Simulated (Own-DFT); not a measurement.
# Which defects push the lattice out? wurtzite GaN

Everything here is calculated. The program is Own-DFT (plane waves, in-house, since retired, never reviewed by a person); positions were held fixed, and spin and spin-orbit coupling were off.

All runs used: PBE; PseudoDojo norm-conserving scalar-relativistic files; cutoff 42 hartree; 4 x 4 x 3 k mesh centred on Gamma; Fermi-Dirac smearing of 0.1 eV.

Keep in mind (not all hold for every row): not probed for a lower state with spin; forces not confirmed at this smearing and k mesh; stress not checked against mesh or cutoff.

All runs share one cell, with vectors in Å (9.567, 0.000, 0.000); (-4.784, 8.285, 0.000); (0.000, 0.000, 10.370) and a volume of 822.0 Å³. Atoms were moved at random from their sites; u is the rms move along one axis. The defect's site can differ from row to row.

| cell | formula | u (Å) | P (GPa) |
|---|---|---|---|
| no defect | Ga36N36 | 0.0182 | 5.84 |
| no defect | Ga36N36 | 0.0221 | 6.02 |
| no defect | Ga36N36 | 0.0464 | 7.41 |
| one Ga on an N site | Ga37N35 | 0.0284 | 11.83 |
| one Ga on an N site | Ga37N35 | 0.0480 | 13.20 |
| one Ga on an N site | Ga37N35 | 0.0525 | 13.37 |
| one N on a Ga site | Ga35N37 | 0.0294 | 5.42 |
| one N on a Ga site | Ga35N37 | 0.0299 | 5.57 |
| one N on a Ga site | Ga35N37 | 0.0483 | 6.44 |
| one N on a Ga site | Ga35N37 | 0.0522 | ? |

## Worked fit

P = P0 + c u² + a shift for each defect gives P0 = 5.64 GPa, c = 790 ± 49 GPa/Å² and a scatter of 0.12 GPa. The shifts, and each times the cell's volume:

- one Ga on an N site: 5.62 ± 0.11 GPa, 28.8 eV
- one N on a Ga site: -0.90 ± 0.10 GPa, -4.6 eV

Positive is outwards. The product with the volume (160.2 GPa Å³ to the eV) is nearly free of the cell's size; divided by the bulk modulus at the cell's pressure it gives the volume that the defect adds. The atoms around the defects weren't relaxed, which would change these numbers.

## The run left out

Q: what pressure belongs in the blank (one N on a Ga site, u = 0.0522 Å)?

The fit gives 6.88 ± 0.15 GPa. DFT gave 6.94 GPa.
